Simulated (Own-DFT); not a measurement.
Simulation results for SiGe (diamond-structure random alloy, atoms displaced)

All values are calculated (Own-DFT development build). A calculation, not a measurement: plane-wave PBEsol density functional theory by an unreviewed code, no spin, of a simulated periodic cell, stress positive in tension, free energy of the whole cell less one offset for each atom, forces on such cells passed a denser k mesh, this cell's mesh not checked; offsets are fitted by least squares, one for each functional and potential file, so energies compare only between cells with the same atoms and settings and are not formation energies; the far tail of each file's local potential was reset to the Coulomb form; each entry is a single point on an unrelaxed cell, so the pressure reflects the starting lattice, mostly measured values, from which strain is counted, and rises with the displacements; printed positions are rounded, which can move forces by about a meV/angstrom; the program is a retired in-house code; no spin-orbit coupling.

Common to all runs: functional PBEsol; potential files PseudoDojo norm-conserving, scalar-relativistic, made for PBE, standard set; wave cutoff 42 hartree; occupations Fermi-Dirac; smearing width 0.1 eV; hardware one NVIDIA H100; k mesh 3 x 3 x 3 centred on Gamma.

```json
{"entry": 1, "formula": "SiGe", "kind": "diamond-structure random alloy, atoms displaced", "structure": {"cell_angstrom": [[11.089, 0.0, 0.0], [0.0, 11.089, 0.0], [0.0, 0.0, 11.089]], "atoms_fractional": [["Si", 0.99824, 0.99928, 0.00287], ["Si", 0.00722, 0.25404, 0.24457], ["Si", 0.25601, 0.99572, 0.24172], ["Ge", 0.2568, 0.25053, 0.00208], ["Ge", 0.12769, 0.11961, 0.11937], ["Ge", 0.1226, 0.37659, 0.37393], ["Si", 0.37267, 0.13255, 0.37813], ["Ge", 0.37343, 0.38442, 0.11929], ["Ge", 0.99922, 0.00337, 0.4971], ["Si", 0.00485, 0.2513, 0.74474], ["Si", 0.248, 0.99303, 0.76047], ["Ge", 0.25706, 0.2489, 0.50986], ["Si", 0.12929, 0.12835, 0.62341], ["Ge", 0.12052, 0.3769, 0.88368], ["Si", 0.37613, 0.12601, 0.88211], ["Si", 0.36806, 0.37313, 0.61659], ["Ge", 0.00022, 0.50644, 0.00388], ["Ge", 0.01176, 0.75059, 0.24091], ["Si", 0.2527, 0.50142, 0.2513], ["Ge", 0.24391, 0.75764, 0.99621], ["Ge", 0.12395, 0.62434, 0.12153], ["Ge", 0.13275, 0.88141, 0.36635], ["Ge", 0.37876, 0.61549, 0.37507], ["Si", 0.38077, 0.86576, 0.11551], ["Si", 0.99767, 0.51182, 0.49536], ["Ge", 0.00418, 0.74249, 0.74083], ["Si", 0.25236, 0.49933, 0.75609], ["Ge", 0.2501, 0.75067, 0.49501], ["Ge", 0.12464, 0.63496, 0.61639], ["Ge", 0.12369, 0.87533, 0.87247], ["Si", 0.37409, 0.62311, 0.87379], ["Si", 0.38975, 0.88221, 0.62953], ["Si", 0.49275, 0.99957, 0.99704], ["Ge", 0.50014, 0.25304, 0.25658], ["Si", 0.75588, 0.00976, 0.25464], ["Si", 0.75083, 0.24932, 0.99574], ["Si", 0.62807, 0.13032, 0.13207], ["Si", 0.62434, 0.37116, 0.37677], ["Si", 0.8711, 0.11961, 0.38092], ["Si", 0.8662, 0.38462, 0.12626], ["Si", 0.49586, 0.99333, 0.49599], ["Ge", 0.49639, 0.25476, 0.75896], ["Ge", 0.75932, 0.99679, 0.75615], ["Si", 0.74263, 0.2499, 0.50172], ["Ge", 0.63025, 0.12141, 0.61534], ["Ge", 0.61976, 0.36892, 0.87245], ["Si", 0.8791, 0.11668, 0.86679], ["Ge", 0.87325, 0.3731, 0.62299], ["Ge", 0.49244, 0.49822, 0.00059], ["Ge", 0.50182, 0.74283, 0.25002], ["Ge", 0.7521, 0.50599, 0.2523], ["Si", 0.74341, 0.74901, 0.99431], ["Si", 0.61543, 0.62543, 0.11589], ["Si", 0.62808, 0.8659, 0.37432], ["Ge", 0.87485, 0.63622, 0.37323], ["Ge", 0.8793, 0.87671, 0.12334], ["Si", 0.50539, 0.48967, 0.4988], ["Si", 0.49852, 0.74539, 0.75261], ["Ge", 0.75147, 0.49729, 0.7474], ["Ge", 0.75081, 0.74702, 0.4991], ["Ge", 0.62273, 0.62454, 0.62392], ["Si", 0.62325, 0.87636, 0.87364], ["Si", 0.87568, 0.62489, 0.86975], ["Ge", 0.87149, 0.87316, 0.62438]]}, "results": {"free_energy_of_cell_above_offsets [eV]": "-0.056", "pressure [GPa]": 1.09, "stress_xx [GPa]": -1.12, "stress_yy [GPa]": -1.07, "stress_zz [GPa]": -1.09, "stress_yz [GPa]": -0.51, "stress_xz [GPa]": 0.15, "stress_xy [GPa]": -0.89, "force_element": ["Si", "Si", "Si", "Ge", "Ge", "Ge", "Si", "Ge", "Ge", "Si", "Si", "Ge", "Si", "Ge", "Si", "Si", "Ge", "Ge", "Si", "Ge", "Ge", "Ge", "Ge", "Si", "Si", "Ge", "Si", "Ge", "Ge", "Ge", "Si", "Si", "Si", "Ge", "Si", "Si", "Si", "Si", "Si", "Si", "Si", "Ge", "Ge", "Si", "Ge", "Ge", "Si", "Ge", "Ge", "Ge", "Ge", "Si", "Si", "Si", "Ge", "Ge", "Si", "Si", "Ge", "Ge", "Ge", "Si", "Si", "Ge"], "force_x [eV/angstrom]": [0.112, -1.583, 0.941, -0.711, 0.009, 0.417, 0.144, -0.509, 0.586, -0.296, 1.24, -1.567, -0.189, 0.527, -0.504, 1.62, -1.526, -1.095, -0.679, 0.991, 1.672, -0.412, -0.001, -0.215, -0.068, -1.202, -0.547, 1.506, 0.991, -1.464, -0.359, -1.845, 1.501, -0.291, -0.955, 0.327, -0.245, 0.812, 0.558, 1.114, 0.951, -0.956, -1.72, 1.248, -1.124, 1.285, 0.943, 0.663, 1.266, -0.046, -1.398, 0.561, 1.29, -0.231, 0.97, -1.255, -0.565, 0.294, -0.334, -0.7, -0.248, -0.361, -0.237, 0.901], "force_y [eV/angstrom]": [0.253, -0.629, 0.734, -0.136, 0.406, 0.268, -1.605, -1.189, -0.339, -0.356, 1.594, -0.463, -1.057, -0.385, -0.449, 1.582, -0.53, 0.699, -0.188, -1.334, -0.266, -0.152, 0.205, 0.778, -1.069, 1.126, -0.012, 1.04, -2.223, 0.059, 0.536, -1.039, 0.074, 0.033, -1.519, -0.299, -0.599, 0.572, 2.161, -1.369, 0.802, -1.502, -0.227, 0.17, -0.526, 1.282, 1.763, 0.096, 0.809, 0.545, 0.022, 0.064, -0.205, 1.438, -0.516, -0.239, 0.362, 0.584, 0.195, 0.549, -0.424, -0.151, 0.237, -0.042], "force_z [eV/angstrom]": [-1.223, 0.087, -0.01, -0.217, 0.656, 0.402, -0.561, 1.948, 0.498, 0.486, -1.54, -1.663, 0.974, -1.01, -0.969, 2.294, -0.436, 1.034, -0.374, 0.102, 0.352, 0.411, 0.412, 0.981, 0.229, 1.265, -1.228, 0.203, 0.336, 0.105, 0.068, 0.505, 0.762, -0.843, -0.481, 0.373, -0.897, -0.118, -0.492, -0.458, -0.805, -2.34, -0.926, -0.897, 1.449, 1.128, 1.365, -0.668, -1.308, -0.316, -0.152, 0.174, 0.474, -0.446, -0.637, 0.138, 0.422, -0.045, 0.566, 0.374, 0.085, 0.11, 0.411, -0.121], "wall_time [s]": 513.7}}
{"entry": 2, "formula": "SiGe", "kind": "diamond-structure random alloy, atoms displaced", "structure": {"cell_angstrom": [[11.089, 0.0, 0.0], [0.0, 11.089, 0.0], [0.0, 0.0, 11.089]], "atoms_fractional": [["Si", 0.00784, 0.99809, 0.00248], ["Si", 0.99127, 0.25151, 0.25696], ["Si", 0.24982, 0.99879, 0.25677], ["Ge", 0.2467, 0.24886, 0.99918], ["Si", 0.12932, 0.1292, 0.12827], ["Si", 0.12367, 0.37479, 0.37131], ["Ge", 0.37462, 0.13118, 0.38515], ["Ge", 0.36205, 0.37558, 0.12639], ["Si", 0.00813, 0.99705, 0.50222], ["Ge", 0.99896, 0.25189, 0.74337], ["Si", 0.25127, 0.98856, 0.74225], ["Ge", 0.25237, 0.25029, 0.50576], ["Ge", 0.13421, 0.12967, 0.62848], ["Ge", 0.12589, 0.37181, 0.88561], ["Ge", 0.36974, 0.12936, 0.88341], ["Si", 0.38113, 0.37296, 0.61949], ["Si", 0.00082, 0.49457, 0.999], ["Si", 0.98665, 0.74412, 0.25473], ["Si", 0.24992, 0.49444, 0.24787], ["Ge", 0.25629, 0.74696, 0.00426], ["Si", 0.12958, 0.63071, 0.12482], ["Ge", 0.13126, 0.87808, 0.37782], ["Ge", 0.37185, 0.61856, 0.38188], ["Si", 0.38173, 0.8653, 0.12261], ["Si", 0.99781, 0.50337, 0.49814], ["Si", 0.00226, 0.75646, 0.75553], ["Ge", 0.2577, 0.51016, 0.75168], ["Ge", 0.25265, 0.75535, 0.5049], ["Ge", 0.12548, 0.62552, 0.63037], ["Si", 0.12611, 0.88166, 0.87863], ["Si", 0.37955, 0.61901, 0.87842], ["Si", 0.36582, 0.86649, 0.62934], ["Si", 0.50298, 0.99768, 0.00513], ["Ge", 0.49254, 0.24945, 0.25512], ["Ge", 0.75006, 0.99868, 0.25294], ["Si", 0.75281, 0.24725, 0.98333], ["Ge", 0.62002, 0.12733, 0.12866], ["Si", 0.63526, 0.37615, 0.37503], ["Si", 0.88014, 0.1287, 0.36844], ["Ge", 0.86857, 0.37522, 0.13145], ["Ge", 0.49335, 0.99353, 0.4977], ["Ge", 0.49564, 0.25972, 0.75486], ["Ge", 0.74181, 0.00727, 0.75995], ["Si", 0.73979, 0.25028, 0.50021], ["Ge", 0.62275, 0.11702, 0.63061], ["Ge", 0.62213, 0.3759, 0.87198], ["Ge", 0.87314, 0.12888, 0.87158], ["Si", 0.86827, 0.37861, 0.62787], ["Ge", 0.50119, 0.50065, 0.99821], ["Si", 0.50708, 0.74566, 0.25147], ["Si", 0.74902, 0.50035, 0.25022], ["Si", 0.75466, 0.73531, 0.00062], ["Si", 0.62976, 0.618, 0.12661], ["Ge", 0.62156, 0.87313, 0.37554], ["Ge", 0.87346, 0.61967, 0.36038], ["Ge", 0.87416, 0.87561, 0.12728], ["Si", 0.49219, 0.50692, 0.49834], ["Si", 0.49918, 0.7492, 0.75167], ["Ge", 0.76018, 0.50331, 0.74126], ["Ge", 0.75191, 0.75858, 0.4994], ["Si", 0.62129, 0.62279, 0.61657], ["Ge", 0.62052, 0.88489, 0.86828], ["Si", 0.88659, 0.63147, 0.8781], ["Ge", 0.87255, 0.87438, 0.61971]]}, "results": {"free_energy_of_cell_above_offsets [eV]": "0.801", "pressure [GPa]": 1.32, "stress_xx [GPa]": -1.34, "stress_yy [GPa]": -1.36, "stress_zz [GPa]": -1.26, "stress_yz [GPa]": -0.02, "stress_xz [GPa]": 0.19, "stress_xy [GPa]": 0.14, "force_element": ["Si", "Si", "Si", "Ge", "Si", "Si", "Ge", "Ge", "Si", "Ge", "Si", "Ge", "Ge", "Ge", "Ge", "Si", "Si", "Si", "Si", "Ge", "Si", "Ge", "Ge", "Si", "Si", "Si", "Ge", "Ge", "Ge", "Si", "Si", "Si", "Si", "Ge", "Ge", "Si", "Ge", "Si", "Si", "Ge", "Ge", "Ge", "Ge", "Si", "Ge", "Ge", "Ge", "Si", "Ge", "Si", "Si", "Si", "Si", "Ge", "Ge", "Ge", "Si", "Si", "Ge", "Ge", "Si", "Ge", "Si", "Ge"], "force_x [eV/angstrom]": [-0.646, 1.64, 0.991, -0.255, -0.947, -0.21, -0.363, 1.681, -0.644, 0.132, -0.387, -0.533, -0.929, -0.416, 0.937, -0.481, -0.085, 2.759, -1.19, -0.387, -1.258, -1.334, -0.44, 0.101, 0.073, 0.06, -0.246, -0.832, -0.773, 0.529, 0.254, 2.165, -0.794, 0.845, -0.091, -1.176, 0.817, -1.858, -0.971, 0.313, -0.096, -0.234, 1.834, 1.473, -1.035, 1.451, 1.739, 1.104, -0.034, -0.675, -0.721, -0.578, -0.445, 0.159, -0.465, 0.141, 1.848, -0.042, -1.396, -0.719, 0.307, -0.338, -0.289, 0.955], "force_y [eV/angstrom]": [0.959, 0.349, 0.471, -0.274, -0.643, 0.101, -1.268, -0.243, 1.234, 0.523, 1.524, 1.364, -1.436, 0.851, -1.751, 1.208, 1.114, 1.478, 1.365, 0.239, -1.033, -0.908, 1.08, 1.148, -0.678, 0.149, -1.982, -1.265, 0.518, -0.797, 1.571, 0.37, 0.256, 1.109, 0.743, 0.914, 0.047, 0.507, -1.086, -0.405, -0.096, -1.468, -0.638, -0.566, 1.31, 0.688, -0.992, -1.133, -0.451, -0.618, -0.668, 1.497, 0.576, 0.167, -0.108, -0.614, -1.853, -0.437, 1.373, -2.04, 0.747, -2.211, -1.025, 1.137], "force_z [eV/angstrom]": [0.355, -1.264, -1.307, 1.119, 0.729, 0.677, -0.865, -0.457, -0.224, 0.503, 1.661, -0.658, 0.05, -1.942, -1.241, 0.541, 1.083, -1.334, 0.687, -0.996, 0.676, -0.441, -1.646, 1.151, 0.128, -0.26, -0.201, -0.635, -0.458, -0.422, -0.207, 0.146, 0.006, -0.24, -0.036, 2.401, -0.783, 0.092, 2.129, -1.367, 1.231, -0.767, -1.4, 0.359, -0.939, 0.04, 0.304, -2.117, 1.094, -0.405, -0.318, -0.068, -0.052, -0.325, 2.496, -0.74, 0.372, -0.37, 1.548, -0.691, 0.73, 1.61, -0.415, 1.673], "wall_time [s]": 506.7}}
{"entry": 3, "formula": "SiGe", "kind": "diamond-structure random alloy, atoms displaced", "structure": {"cell_angstrom": [[11.089, 0.0, 0.0], [0.0, 11.089, 0.0], [0.0, 0.0, 11.089]], "atoms_fractional": [["Si", 0.00246, 0.00469, 0.00231], ["Ge", 0.00492, 0.24619, 0.25474], ["Si", 0.23571, 0.99593, 0.24956], ["Ge", 0.24679, 0.25503, 0.006], ["Si", 0.12548, 0.12472, 0.12787], ["Si", 0.12515, 0.37672, 0.38325], ["Si", 0.38286, 0.13545, 0.37061], ["Si", 0.37299, 0.36908, 0.11199], ["Ge", 0.0025, 0.99451, 0.49125], ["Ge", 0.00369, 0.24816, 0.74655], ["Ge", 0.25192, 0.99576, 0.74607], ["Ge", 0.25898, 0.24898, 0.49169], ["Si", 0.12083, 0.12161, 0.62746], ["Ge", 0.11121, 0.38304, 0.87006], ["Ge", 0.36254, 0.12792, 0.86971], ["Ge", 0.38, 0.37073, 0.62122], ["Si", 0.99545, 0.49763, 0.98804], ["Ge", 0.99824, 0.76321, 0.24992], ["Si", 0.2517, 0.50496, 0.25578], ["Si", 0.25263, 0.75601, 0.99882], ["Si", 0.13732, 0.62923, 0.1164], ["Ge", 0.12644, 0.8723, 0.38197], ["Ge", 0.36962, 0.61603, 0.37443], ["Ge", 0.37345, 0.87669, 0.12834], ["Ge", 0.99737, 0.49992, 0.50417], ["Si", 0.00348, 0.73963, 0.75203], ["Si", 0.24496, 0.5007, 0.74899], ["Ge", 0.24233, 0.74757, 0.49474], ["Ge", 0.13858, 0.62013, 0.61946], ["Si", 0.132, 0.88003, 0.8753], ["Si", 0.37638, 0.62737, 0.87936], ["Si", 0.36965, 0.87501, 0.61991], ["Ge", 0.50292, 0.99353, 0.9979], ["Si", 0.49486, 0.23484, 0.25543], ["Ge", 0.74937, 0.00298, 0.25444], ["Ge", 0.73587, 0.24754, 0.99734], ["Ge", 0.62978, 0.11939, 0.12423], ["Ge", 0.61982, 0.38038, 0.37027], ["Si", 0.87996, 0.12435, 0.37186], ["Si", 0.87592, 0.37098, 0.11773], ["Ge", 0.49675, 0.01264, 0.49915], ["Si", 0.48985, 0.2516, 0.74199], ["Si", 0.74861, 0.99921, 0.74443], ["Ge", 0.75991, 0.25222, 0.49829], ["Si", 0.62688, 0.13062, 0.62603], ["Si", 0.62649, 0.37155, 0.88084], ["Ge", 0.86978, 0.12033, 0.87619], ["Si", 0.87355, 0.36894, 0.62677], ["Si", 0.50916, 0.49995, 0.99307], ["Ge", 0.50057, 0.74728, 0.24722], ["Ge", 0.74865, 0.50429, 0.25652], ["Si", 0.7444, 0.74149, 0.00182], ["Ge", 0.62603, 0.6264, 0.12025], ["Si", 0.6233, 0.88039, 0.3752], ["Si", 0.87579, 0.62335, 0.37409], ["Ge", 0.87497, 0.87296, 0.11824], ["Ge", 0.50356, 0.49793, 0.50545], ["Ge", 0.49701, 0.74906, 0.74529], ["Ge", 0.75192, 0.50406, 0.75478], ["Si", 0.74975, 0.7471, 0.50677], ["Ge", 0.62964, 0.6295, 0.62744], ["Si", 0.62711, 0.86359, 0.87442], ["Si", 0.87214, 0.62722, 0.86845], ["Si", 0.88229, 0.87897, 0.62915]]}, "results": {"free_energy_of_cell_above_offsets [eV]": "0.779", "pressure [GPa]": 1.24, "stress_xx [GPa]": -1.17, "stress_yy [GPa]": -1.21, "stress_zz [GPa]": -1.35, "stress_yz [GPa]": 0.53, "stress_xz [GPa]": 0.14, "stress_xy [GPa]": -0.32, "force_element": ["Si", "Ge", "Si", "Ge", "Si", "Si", "Si", "Si", "Ge", "Ge", "Ge", "Ge", "Si", "Ge", "Ge", "Ge", "Si", "Ge", "Si", "Si", "Si", "Ge", "Ge", "Ge", "Ge", "Si", "Si", "Ge", "Ge", "Si", "Si", "Si", "Ge", "Si", "Ge", "Ge", "Ge", "Ge", "Si", "Si", "Ge", "Si", "Si", "Ge", "Si", "Si", "Ge", "Si", "Si", "Ge", "Ge", "Si", "Ge", "Si", "Si", "Ge", "Ge", "Ge", "Ge", "Si", "Ge", "Si", "Si", "Si"], "force_x [eV/angstrom]": [0.2, -0.137, 1.861, -1.392, -0.271, 0.238, -2.727, 1.628, -0.83, -1.026, -0.761, -1.381, 0.948, 1.751, 1.374, -1.409, -0.622, 0.472, -1.158, 0.297, -1.431, -0.163, 1.484, -0.416, -0.174, 0.589, 1.692, 2.08, -1.929, -1.239, -0.374, 0.671, -0.325, 1.965, 0.716, 1.986, -1.401, 0.018, -0.286, -0.226, 0.308, 1.799, -0.257, -1.101, -0.035, -1.172, 0.26, 0.376, -1.281, -0.126, 0.766, 1.336, -0.44, -0.005, 0.119, -0.663, -0.06, -0.445, -0.324, 0.951, -0.464, 0.152, 0.439, -0.425], "force_y [eV/angstrom]": [-0.421, 0.968, 0.763, -0.668, -0.099, 0.247, -2.916, 1.542, 1.244, -0.341, 0.137, -0.137, -0.155, -0.904, 0.054, 1.108, 1.539, -2.139, -1.836, -0.117, -0.564, 0.382, 1.148, 0.093, -0.309, 1.443, -0.491, 0.09, 0.125, -0.825, -0.493, -0.072, 0.446, 2.927, -0.695, 0.08, 0.062, -1.513, -0.161, 0.313, -1.0, -0.653, -0.525, -0.371, 0.029, 0.58, 0.19, 1.077, -0.231, 0.389, -0.475, 0.925, -0.945, -0.852, 1.063, 0.706, 0.769, 0.321, -1.504, 1.299, -0.661, 0.848, 0.207, -1.041], "force_z [eV/angstrom]": [-0.43, -0.576, 0.329, -1.394, -0.194, -0.933, 0.754, 2.402, 1.562, 0.159, -0.381, 0.934, -1.221, -0.201, 0.566, 0.368, 1.859, -0.298, -2.006, -0.329, 0.717, -1.488, 0.684, 0.049, -0.127, -0.313, 0.721, 0.423, 0.888, 0.18, -0.553, -0.458, -0.564, -3.076, -0.203, 0.595, 0.59, 0.174, 0.383, 0.579, 0.24, 1.653, 0.497, -0.439, 0.074, -2.112, -0.305, 0.46, 0.495, 0.839, -1.509, -1.214, 0.774, 0.682, 0.567, -0.121, -0.217, 0.423, -0.427, -1.123, -0.096, -0.452, 1.312, -0.177], "wall_time [s]": 478.2}}
{"entry": 4, "formula": "SiGe", "kind": "diamond-structure random alloy, atoms displaced", "structure": {"cell_angstrom": [[11.089, 0.0, 0.0], [0.0, 11.089, 0.0], [0.0, 0.0, 11.089]], "atoms_fractional": [["Ge", 0.99988, 0.99462, 0.00462], ["Si", 0.00397, 0.24854, 0.24772], ["Si", 0.24807, 0.99738, 0.24042], ["Ge", 0.2556, 0.248, 0.99651], ["Si", 0.11889, 0.12344, 0.12245], ["Ge", 0.12768, 0.36429, 0.3747], ["Si", 0.36763, 0.12705, 0.37216], ["Si", 0.37572, 0.37623, 0.12467], ["Ge", 0.99477, 0.00227, 0.50382], ["Ge", 0.99974, 0.23959, 0.75209], ["Si", 0.24874, 0.9951, 0.74536], ["Ge", 0.25562, 0.24676, 0.49889], ["Si", 0.12779, 0.12177, 0.63462], ["Ge", 0.11569, 0.37208, 0.86837], ["Si", 0.37176, 0.12218, 0.88196], ["Si", 0.37222, 0.36647, 0.62881], ["Si", 0.01447, 0.50405, 0.99959], ["Si", 0.99778, 0.74862, 0.25197], ["Si", 0.25085, 0.49595, 0.25029], ["Ge", 0.25261, 0.75026, 0.99482], ["Ge", 0.12668, 0.61794, 0.13064], ["Ge", 0.1245, 0.87498, 0.37574], ["Si", 0.37377, 0.62403, 0.36936], ["Si", 0.37298, 0.86476, 0.12151], ["Si", 0.99797, 0.49679, 0.50056], ["Si", 0.00826, 0.74277, 0.75349], ["Si", 0.24712, 0.51124, 0.73917], ["Si", 0.24785, 0.74663, 0.49934], ["Ge", 0.12768, 0.61869, 0.61244], ["Si", 0.12701, 0.88011, 0.87345], ["Si", 0.37087, 0.61936, 0.87162], ["Ge", 0.37496, 0.86946, 0.62879], ["Ge", 0.49157, 0.0015, 0.00784], ["Si", 0.50504, 0.25181, 0.2521], ["Si", 0.74439, 0.00075, 0.25069], ["Ge", 0.75227, 0.25116, 0.99117], ["Ge", 0.61756, 0.13355, 0.12086], ["Ge", 0.61878, 0.36891, 0.37401], ["Ge", 0.86518, 0.12007, 0.36851], ["Si", 0.86892, 0.37687, 0.12909], ["Ge", 0.49785, 0.00308, 0.49123], ["Ge", 0.49656, 0.24598, 0.74413], ["Si", 0.7502, 0.00262, 0.75147], ["Si", 0.75568, 0.261, 0.49554], ["Si", 0.62187, 0.1249, 0.63466], ["Ge", 0.62291, 0.37061, 0.87599], ["Ge", 0.86552, 0.1172, 0.8727], ["Ge", 0.87348, 0.3826, 0.61621], ["Si", 0.50053, 0.49938, 0.99993], ["Ge", 0.49186, 0.76052, 0.25348], ["Ge", 0.74761, 0.50925, 0.25012], ["Ge", 0.74851, 0.75688, 0.99247], ["Ge", 0.61967, 0.62492, 0.12729], ["Ge", 0.61419, 0.87718, 0.37591], ["Ge", 0.86313, 0.63235, 0.3669], ["Si", 0.87727, 0.87282, 0.12579], ["Si", 0.49874, 0.49407, 0.49999], ["Ge", 0.49795, 0.76487, 0.74334], ["Ge", 0.7405, 0.4957, 0.74085], ["Ge", 0.74305, 0.74841, 0.50754], ["Si", 0.62902, 0.62795, 0.61692], ["Si", 0.62843, 0.87961, 0.88424], ["Ge", 0.88784, 0.62085, 0.87953], ["Si", 0.87239, 0.87483, 0.62588]]}, "results": {"free_energy_of_cell_above_offsets [eV]": "0.244", "pressure [GPa]": 1.1, "stress_xx [GPa]": -1.13, "stress_yy [GPa]": -1.07, "stress_zz [GPa]": -1.1, "stress_yz [GPa]": -0.57, "stress_xz [GPa]": -0.98, "stress_xy [GPa]": 0.3, "force_element": ["Ge", "Si", "Si", "Ge", "Si", "Ge", "Si", "Si", "Ge", "Ge", "Si", "Ge", "Si", "Ge", "Si", "Si", "Si", "Si", "Si", "Ge", "Ge", "Ge", "Si", "Si", "Si", "Si", "Si", "Si", "Ge", "Si", "Si", "Ge", "Ge", "Si", "Si", "Ge", "Ge", "Ge", "Ge", "Si", "Ge", "Ge", "Si", "Si", "Si", "Ge", "Ge", "Ge", "Si", "Ge", "Ge", "Ge", "Ge", "Ge", "Ge", "Si", "Si", "Ge", "Ge", "Ge", "Si", "Si", "Ge", "Si"], "force_x [eV/angstrom]": [-0.219, -1.238, 0.022, -1.185, 0.924, -0.469, 0.851, 0.402, 0.303, -1.039, 0.451, -0.772, 0.039, 1.623, 0.155, -0.092, -1.632, 0.229, 0.388, -0.626, 0.238, 0.056, -0.175, -0.545, 0.151, -0.257, 0.584, 0.78, -0.926, -0.2, 0.905, -1.586, 0.43, -1.98, -0.343, 0.134, 0.994, 0.945, 0.978, 1.385, -0.753, -0.419, -1.08, -1.03, 1.114, -0.709, 1.5, 0.417, -0.656, 0.139, -0.746, 0.97, -0.222, 1.827, 1.643, -0.785, -0.449, 2.069, 0.775, 0.993, -2.277, -1.111, -1.292, 0.399], "force_y [eV/angstrom]": [0.278, -0.279, 0.136, 0.558, 0.364, 1.183, -0.608, -0.149, 0.067, 0.55, 0.517, -0.389, -0.025, 0.813, -0.591, 1.787, -1.431, 0.228, -0.237, -0.554, 1.158, 0.092, -0.362, 1.389, 0.578, 0.97, -2.154, 0.17, 0.965, -0.705, 0.505, 1.576, -0.626, -0.338, -0.715, 0.169, -0.602, 1.234, 1.165, 0.212, 0.934, -0.2, -1.356, -1.739, -0.102, 0.627, 0.161, -1.131, -0.027, -1.616, -1.913, -1.326, 1.049, -0.11, 0.01, -0.031, 0.608, -2.63, 0.828, 1.47, -1.074, 1.064, 0.039, -0.434], "force_z [eV/angstrom]": [-0.653, -0.295, 0.332, 0.706, 0.07, 0.082, -1.234, 0.234, 0.001, -0.701, 1.134, 1.022, -1.346, 0.186, -1.802, -0.449, 0.696, -0.479, 0.241, -0.045, 0.079, -0.114, 0.981, 0.211, -1.818, -0.771, 0.998, -0.714, 0.379, -0.252, -0.289, -2.29, -0.486, -0.501, -1.198, 1.357, 0.48, 0.492, 0.634, -0.641, 1.625, 1.594, -0.663, 0.273, -1.95, -0.604, 0.622, 1.107, -0.197, -0.407, -0.379, 1.246, -0.749, -0.1, 1.682, 0.645, 0.198, 2.25, 1.033, -1.348, 1.21, -1.525, -0.717, 0.917], "wall_time [s]": 493.2}}
```
